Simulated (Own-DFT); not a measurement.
# Point defects and the pressure they add: L1_0 TiAl

Source: density functional calculations with Own-DFT, an unreviewed in-house program that is no longer used. Nothing was measured or relaxed, and spin and spin-orbit coupling are left out.

Method: PBEsol; PseudoDojo norm-conserving scalar-relativistic files, made for PBE; cutoff 42 hartree; 4 x 4 x 4 k mesh centred on Gamma; cold (Marzari-Vanderbilt) smearing of 0.2 eV.

Caveats: forces on such cells failed a check on a denser k mesh; stress not checked against mesh or cutoff.

All runs share one cell, with vectors in Å (5.622, 5.622, 0.000); (-5.622, 5.622, 0.000); (0.000, 0.000, 8.133) and a volume of 514.0 Å³. u is the rms random offset of the atoms per axis. The defect's site can differ from row to row.

| cell | formula | u (Å) | P (GPa) |
|---|---|---|---|
| no defect | Al16Ti16 | 0.0181 | -1.69 |
| no defect | Al16Ti16 | 0.0216 | -1.65 |
| no defect | Al16Ti16 | 0.0482 | -1.17 |
| two Al vacancies | Al14Ti16 | 0.0283 | ? |
| two Al vacancies | Al14Ti16 | 0.0320 | -3.26 |
| two Al vacancies | Al14Ti16 | 0.0503 | -2.94 |
| two Al vacancies | Al14Ti16 | 0.0572 | -2.72 |
| one Ti vacancy | Al16Ti15 | 0.0292 | -2.14 |
| one Ti vacancy | Al16Ti15 | 0.0327 | -2.04 |
| one Ti vacancy | Al16Ti15 | 0.0336 | -2.00 |

## Fit

P = P0 + c u² + a shift for each defect gives P0 = -1.76 GPa, c = 249 ± 14 GPa/Å² and a scatter of 0.03 GPa. The shifts, and each times the cell's volume:

- one Ti vacancy: -0.55 ± 0.03 GPa, -1.8 eV
- two Al vacancies: -1.78 ± 0.03 GPa, -5.7 eV (-2.9 eV for each of its 2 sites)

Positive is outwards. The product with the volume (160.2 GPa Å³ to the eV) is nearly free of the cell's size; divided by the bulk modulus at the cell's pressure it gives the volume that the defect adds. The atoms around the defects weren't relaxed, which would change these numbers.

## Test on the hidden row

Q: what pressure belongs in the blank (two Al vacancies, u = 0.0283 Å)?

From the fit: -3.34 ± 0.04 GPa. The hidden result is -3.20 GPa. This run lies off the fit, by chance or by something that the fit leaves out.
